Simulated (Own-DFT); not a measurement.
Simulation results for SiC (2H silicon carbide, strained, atoms displaced)

All values are calculated (Own-DFT development build). A calculation, not a measurement: plane-wave PBE density functional theory by an unreviewed code, no spin, of a simulated periodic cell, stress positive in tension, free energy of the whole cell less one offset for each atom, forces on such cells passed a denser k mesh, this cell's mesh not checked; offsets are fitted by least squares, one for each functional and potential file, so energies compare only between cells with the same atoms and settings and are not formation energies; the far tail of each file's local potential was reset to the Coulomb form; each entry is a single point on an unrelaxed cell, so the pressure reflects the starting lattice, mostly measured values (interpolated for alloys), from which strain is counted, and rises with the displacements; printed positions are rounded, which can move forces by about a meV/angstrom; the program, named Own-DFT, is a retired in-house code; no spin-orbit coupling.

Common to all runs: functional PBE; potential files PseudoDojo norm-conserving, scalar-relativistic, standard set; wave cutoff 42 hartree; occupations Fermi-Dirac; smearing width 0.1 eV; hardware one NVIDIA H100; k mesh 5 x 5 x 3 centred on Gamma.

(1) 
```cif
# cell vector a (Å): 6.1932 -0.0512 0.0704
# cell vector b (Å): -3.1409 5.3731 0.0030
# cell vector c (Å): 0.1150 0.0721 9.9722
data_SiC
_symmetry_space_group_name_H-M 'P 1'
_symmetry_Int_Tables_number 1
_cell_length_a 6.1938
_cell_length_b 6.2238
_cell_length_c 9.9731
_cell_angle_alpha 89.948
_cell_angle_beta 88.692
_cell_angle_gamma 120.780
_cell_volume 330.18
loop_
_atom_site_label
_atom_site_type_symbol
_atom_site_fract_x
_atom_site_fract_y
_atom_site_fract_z
_atom_site_occupancy
Si1 Si 0.99308 0.99852 0.00817 1
Si2 Si 0.16363 0.31897 0.25005 1
C1 C 0.01901 0.00269 0.18440 1
C2 C 0.15887 0.33483 0.43773 1
Si3 Si 0.01707 0.01624 0.50922 1
Si4 Si 0.17514 0.34115 0.74918 1
C3 C 0.99068 0.98413 0.68913 1
C4 C 0.15746 0.33776 0.94094 1
Si5 Si 0.00963 0.50099 0.00608 1
Si6 Si 0.16648 0.83941 0.24392 1
C5 C 0.98048 0.48527 0.18142 1
C6 C 0.15372 0.82870 0.43696 1
Si7 Si 0.98440 0.49798 0.49938 1
Si8 Si 0.15029 0.82247 0.73862 1
C7 C 0.99643 0.50091 0.68626 1
C8 C 0.17177 0.83339 0.94853 1
Si9 Si 0.50978 0.00847 0.99970 1
Si10 Si 0.66141 0.33917 0.24635 1
C9 C 0.50869 0.98800 0.19027 1
C10 C 0.66723 0.34616 0.45345 1
Si11 Si 0.48439 0.99133 0.48640 1
Si12 Si 0.67812 0.34623 0.75751 1
C11 C 0.50679 0.99008 0.68016 1
C12 C 0.66733 0.34431 0.93683 1
Si13 Si 0.48742 0.49938 0.00467 1
Si14 Si 0.66114 0.82998 0.25610 1
C13 C 0.50029 0.49606 0.18337 1
C14 C 0.67549 0.82973 0.43934 1
Si15 Si 0.49582 0.50008 0.49272 1
Si16 Si 0.66643 0.81916 0.76026 1
C15 C 0.49586 0.49122 0.69397 1
C16 C 0.67361 0.85780 0.94378 1
_calc_free_energy_of_cell_above_offsets '-1.556'  # eV
_calc_pressure 6.74  # GPa
_calc_stress_xx -4.8  # GPa
_calc_stress_yy -2.01  # GPa
_calc_stress_zz -13.42  # GPa
_calc_stress_yz 2.47  # GPa
_calc_stress_xz 3.67  # GPa
_calc_stress_xy -2.26  # GPa
_calc_wall_time 117.1  # s
```

Force:
```csv
element,x (eV/Å),y (eV/Å),z (eV/Å)
Si,1.538,0.381,-2.638
Si,-1.29,1.454,-0.301
C,-2.385,-0.322,1.942
C,0.35,0.426,0.094
Si,-1.58,-2.025,-1.795
Si,-1.581,-1.446,0.864
C,-0.06,2.042,0.935
C,1.565,-0.885,-0.47
Si,-2.24,0.651,-2.425
Si,1.273,-2.133,0.698
C,2.094,1.128,3.324
C,0.233,0.609,-0.868
Si,1.793,0.608,0.568
Si,3.218,1.713,2.58
C,1.199,-0.783,-0.09
C,-0.899,0.418,-1.749
Si,-1.835,0.541,0.069
Si,0.748,-1.433,1.349
C,-1.807,1.609,0.082
C,-0.969,-2.57,-3.957
Si,1.996,0.596,2.666
Si,-1.063,-2.921,-2.246
C,-1.048,0.334,1.231
C,0.235,0.129,2.004
Si,0.894,0.664,-2.254
Si,1.987,-0.279,-0.857
C,-0.908,0.502,2.181
C,-0.948,1.109,-0.193
Si,-0.518,0.67,2.484
Si,-2.012,1.131,-2.048
C,0.9,0.831,-1.05
C,1.122,-2.75,-0.128
```

(2) 
```cif
# cell vector a (Å): 6.2479 -0.0453 -0.0301
# cell vector b (Å): -3.1632 5.3381 0.0025
# cell vector c (Å): -0.0492 -0.0238 9.9716
data_SiC
_symmetry_space_group_name_H-M 'P 1'
_symmetry_Int_Tables_number 1
_cell_length_a 6.2481
_cell_length_b 6.2049
_cell_length_c 9.9717
_cell_angle_alpha 89.950
_cell_angle_beta 90.558
_cell_angle_gamma 121.065
_cell_volume 331.13
loop_
_atom_site_label
_atom_site_type_symbol
_atom_site_fract_x
_atom_site_fract_y
_atom_site_fract_z
_atom_site_occupancy
Si1 Si 0.00072 0.98694 0.00662 1
Si2 Si 0.15517 0.32869 0.24966 1
C1 C 0.01227 0.99089 0.18998 1
C2 C 0.16549 0.34027 0.43760 1
Si3 Si 0.00883 0.99965 0.50530 1
Si4 Si 0.15205 0.31678 0.74875 1
C3 C 0.98824 0.96825 0.68617 1
C4 C 0.16516 0.33744 0.93772 1
Si5 Si 0.00446 0.49861 0.00126 1
Si6 Si 0.16842 0.83158 0.25295 1
C5 C 0.99590 0.49661 0.18724 1
C6 C 0.14544 0.81727 0.43166 1
Si7 Si 0.99146 0.49625 0.49574 1
Si8 Si 0.18903 0.84556 0.75297 1
C7 C 0.99659 0.50231 0.67853 1
C8 C 0.15337 0.82410 0.94125 1
Si9 Si 0.49150 0.99992 0.00123 1
Si10 Si 0.67293 0.33604 0.25449 1
C9 C 0.49122 0.99463 0.17919 1
C10 C 0.65416 0.33089 0.44392 1
Si11 Si 0.50332 0.00577 0.49657 1
Si12 Si 0.67423 0.33296 0.74557 1
C11 C 0.49890 0.00223 0.68113 1
C12 C 0.65992 0.32040 0.94310 1
Si13 Si 0.50610 0.50706 0.00515 1
Si14 Si 0.67763 0.84690 0.25062 1
C13 C 0.49892 0.49816 0.18534 1
C14 C 0.66051 0.83898 0.44324 1
Si15 Si 0.49371 0.50753 0.49891 1
Si16 Si 0.65869 0.81553 0.74941 1
C15 C 0.49429 0.48219 0.69340 1
C16 C 0.65463 0.82541 0.93572 1
_calc_free_energy_of_cell_above_offsets '-3.191'  # eV
_calc_pressure 4.7  # GPa
_calc_stress_xx 3.46  # GPa
_calc_stress_yy -4.08  # GPa
_calc_stress_zz -13.46  # GPa
_calc_stress_yz 0.79  # GPa
_calc_stress_xz -0.33  # GPa
_calc_stress_xy -1.97  # GPa
_calc_wall_time 127  # s
```

Force:
```csv
element,x (eV/Å),y (eV/Å),z (eV/Å)
Si,-1.801,1.446,-1.896
Si,1.708,0.579,-0.43
C,-2.073,0.897,0.408
C,-0.188,-1.108,0.155
Si,-1.205,-0.222,-1.548
Si,0.21,0.485,-0.113
C,-0.064,1.964,1.279
C,0.636,-1.223,0.575
Si,-0.937,-1.361,-0.509
Si,0.683,-0.584,-1.221
C,0.439,-0.037,0.696
C,1.203,1.859,1.588
Si,0.246,-0.202,0.312
Si,-1.875,-2.128,-0.521
C,1.455,-0.129,2.075
C,1.17,0.718,-0.726
Si,0.893,-1.016,-1.448
Si,-1.641,-0.53,-1.252
C,1.14,0.593,3.478
C,0.156,0.791,-1.518
Si,-1.313,-1.442,0.196
Si,-0.432,-0.058,1.316
C,1.539,-0.477,1.181
C,0.091,1.932,-1.392
Si,-0.268,-1.561,-1.914
Si,-0.664,-1.655,-0.34
C,-0.039,0.482,2.36
C,1.246,0.558,-1.115
Si,0.572,-0.649,0.933
Si,-0.34,0.539,-0.126
C,-1.186,0.29,-1.35
C,0.639,1.25,0.868
```

(3) 
```cif
# cell vector a (Å): 6.1233 0.0841 -0.0072
# cell vector b (Å): -2.9889 5.3920 -0.0247
# cell vector c (Å): -0.0118 -0.0533 10.0242
data_SiC
_symmetry_space_group_name_H-M 'P 1'
_symmetry_Int_Tables_number 1
_cell_length_a 6.1239
_cell_length_b 6.1650
_cell_length_c 10.0243
_cell_angle_alpha 90.463
_cell_angle_beta 90.139
_cell_angle_gamma 118.213
_cell_volume 333.48
loop_
_atom_site_label
_atom_site_type_symbol
_atom_site_fract_x
_atom_site_fract_y
_atom_site_fract_z
_atom_site_occupancy
Si1 Si 0.01892 0.99914 0.00103 1
Si2 Si 0.15703 0.32346 0.24807 1
C1 C 0.99506 0.99205 0.20304 1
C2 C 0.15922 0.31897 0.44200 1
Si3 Si 0.00652 0.00114 0.49933 1
Si4 Si 0.15975 0.32201 0.74876 1
C3 C 0.99786 0.99554 0.69570 1
C4 C 0.16252 0.33553 0.94095 1
Si5 Si 0.99190 0.49692 0.99799 1
Si6 Si 0.15738 0.83328 0.24538 1
C5 C 0.99547 0.48646 0.18566 1
C6 C 0.16468 0.82482 0.44456 1
Si7 Si 0.98853 0.49648 0.51282 1
Si8 Si 0.16439 0.83026 0.74266 1
C7 C 0.00091 0.49927 0.68540 1
C8 C 0.17721 0.84989 0.93817 1
Si9 Si 0.49857 0.00686 0.00597 1
Si10 Si 0.66811 0.33869 0.24926 1
C9 C 0.50344 0.99719 0.19078 1
C10 C 0.66716 0.32719 0.43339 1
Si11 Si 0.49415 0.98806 0.50215 1
Si12 Si 0.66425 0.33597 0.74717 1
C11 C 0.51742 0.00986 0.69037 1
C12 C 0.66530 0.33713 0.93208 1
Si13 Si 0.50014 0.48824 0.99881 1
Si14 Si 0.66292 0.82750 0.25743 1
C13 C 0.49545 0.49571 0.17701 1
C14 C 0.67739 0.83197 0.44030 1
Si15 Si 0.50889 0.51762 0.49680 1
Si16 Si 0.66159 0.83062 0.75103 1
C15 C 0.49758 0.48856 0.70310 1
C16 C 0.67107 0.82264 0.93667 1
_calc_free_energy_of_cell_above_offsets '-2.340'  # eV
_calc_pressure 4.07  # GPa
_calc_stress_xx -7.8  # GPa
_calc_stress_yy 4.21  # GPa
_calc_stress_zz -8.63  # GPa
_calc_stress_yz -1.32  # GPa
_calc_stress_xz -1.11  # GPa
_calc_stress_xy 7.89  # GPa
_calc_wall_time 120.2  # s
```

Force:
```csv
element,x (eV/Å),y (eV/Å),z (eV/Å)
Si,-4.335,0.748,0.6
Si,1.074,0.593,0.959
C,-1.173,0.715,-2.76
C,0.068,2.428,-0.413
Si,0.125,-0.219,1.211
Si,0.308,0.598,1.219
C,-0.657,-0.072,-2.085
C,0.75,-0.788,-0.531
Si,0.44,0.795,0.046
Si,2.926,-1.701,1.849
C,-1.111,1.569,0.084
C,0.301,-0.514,-0.842
Si,1.034,-0.48,-4.657
Si,1.213,0.682,1.706
C,-0.322,-0.097,3.008
C,1.738,-2.623,-0.814
Si,2.277,-0.817,-1.544
Si,0.138,-0.949,-0.382
C,-1.21,0.431,0.513
C,-0.68,0.298,1.671
Si,0.097,1.521,-0.422
Si,1.898,-0.827,0.914
C,-1.796,-1.079,-0.901
C,1.29,-1.286,0.984
Si,-1.703,2.122,-1.529
Si,-0.063,-0.433,-2.032
C,-0.124,0,3.434
C,-1.02,0.351,0.305
Si,0.016,-3.529,1.335
Si,1.236,-0.562,1.234
C,-2.188,2.047,-3.508
C,-0.548,1.078,1.347
```

(4) 
```cif
# cell vector a (Å): 6.1035 -0.1221 0.0819
# cell vector b (Å): -3.1575 5.3795 0.0574
# cell vector c (Å): 0.1338 0.1856 10.1948
data_SiC
_symmetry_space_group_name_H-M 'P 1'
_symmetry_Int_Tables_number 1
_cell_length_a 6.1053
_cell_length_b 6.2380
_cell_length_c 10.1974
_cell_angle_alpha 88.954
_cell_angle_beta 88.501
_cell_angle_gamma 121.544
_cell_volume 330.63
loop_
_atom_site_label
_atom_site_type_symbol
_atom_site_fract_x
_atom_site_fract_y
_atom_site_fract_z
_atom_site_occupancy
Si1 Si 0.99041 0.00216 0.99747 1
Si2 Si 0.15881 0.34119 0.24696 1
C1 C 0.00216 0.00137 0.18894 1
C2 C 0.17301 0.34137 0.43272 1
Si3 Si 0.00673 0.98832 0.50467 1
Si4 Si 0.16408 0.32186 0.74614 1
C3 C 0.00180 0.99405 0.68718 1
C4 C 0.16082 0.33111 0.93724 1
Si5 Si 0.99609 0.49651 0.00518 1
Si6 Si 0.16773 0.84112 0.24660 1
C5 C 0.01414 0.49135 0.20108 1
C6 C 0.16499 0.83396 0.44360 1
Si7 Si 0.97616 0.47669 0.50492 1
Si8 Si 0.16489 0.83000 0.75664 1
C7 C 0.99985 0.51238 0.68711 1
C8 C 0.18212 0.84707 0.93912 1
Si9 Si 0.49895 0.98704 0.01150 1
Si10 Si 0.67541 0.34881 0.24219 1
C9 C 0.51690 0.00280 0.19002 1
C10 C 0.66445 0.32499 0.43940 1
Si11 Si 0.50123 0.01033 0.49734 1
Si12 Si 0.66445 0.31396 0.75903 1
C11 C 0.49720 0.99343 0.68521 1
C12 C 0.66397 0.31867 0.93316 1
Si13 Si 0.49986 0.50449 0.00495 1
Si14 Si 0.66125 0.83049 0.24808 1
C13 C 0.51334 0.49923 0.18639 1
C14 C 0.67876 0.84661 0.43296 1
Si15 Si 0.49121 0.50282 0.50354 1
Si16 Si 0.66531 0.83033 0.75463 1
C15 C 0.49737 0.49393 0.67568 1
C16 C 0.67175 0.83427 0.93775 1
_calc_free_energy_of_cell_above_offsets '-1.463'  # eV
_calc_pressure 6.02  # GPa
_calc_stress_xx -10.87  # GPa
_calc_stress_yy -5.3  # GPa
_calc_stress_zz -1.88  # GPa
_calc_stress_yz 5.26  # GPa
_calc_stress_xz 1.72  # GPa
_calc_stress_xy -7.28  # GPa
_calc_wall_time 131.5  # s
```

Force:
```csv
element,x (eV/Å),y (eV/Å),z (eV/Å)
Si,2.572,0.12,1.253
Si,5.167,-3.361,2.63
C,-0.095,0.44,-1.355
C,-0.789,-1.162,1.036
Si,-1.681,1.613,-1.429
Si,-0.846,1.446,0.084
C,-0.137,0.096,1.037
C,0.372,0.987,0.063
Si,0.38,0.375,-1.055
Si,0.565,-0.371,2.171
C,-4.328,3.979,-4.032
C,0.683,-1.361,-1.642
Si,2.134,2.57,-0.552
Si,0.192,0.127,-1.13
C,0.912,-2.216,0.957
C,-1.555,-1.714,1.024
Si,-0.039,1.273,-2.051
Si,0.777,-2.472,3.032
C,-1.757,0.542,-0.266
C,-2.197,2.016,-1.822
Si,0.854,-2.775,0.625
Si,-0.954,1.103,-3.267
C,0.871,0.372,0.863
C,-0.67,1.098,3.463
Si,0.699,-1.626,-1.703
Si,1.522,0.014,1.705
C,-2.008,0.891,-0.389
C,-0.701,-1.07,0.931
Si,1.248,0.535,-2.854
Si,-0.651,-0.906,-1.991
C,0.7,0.315,4.487
C,-1.24,-0.879,0.177
```
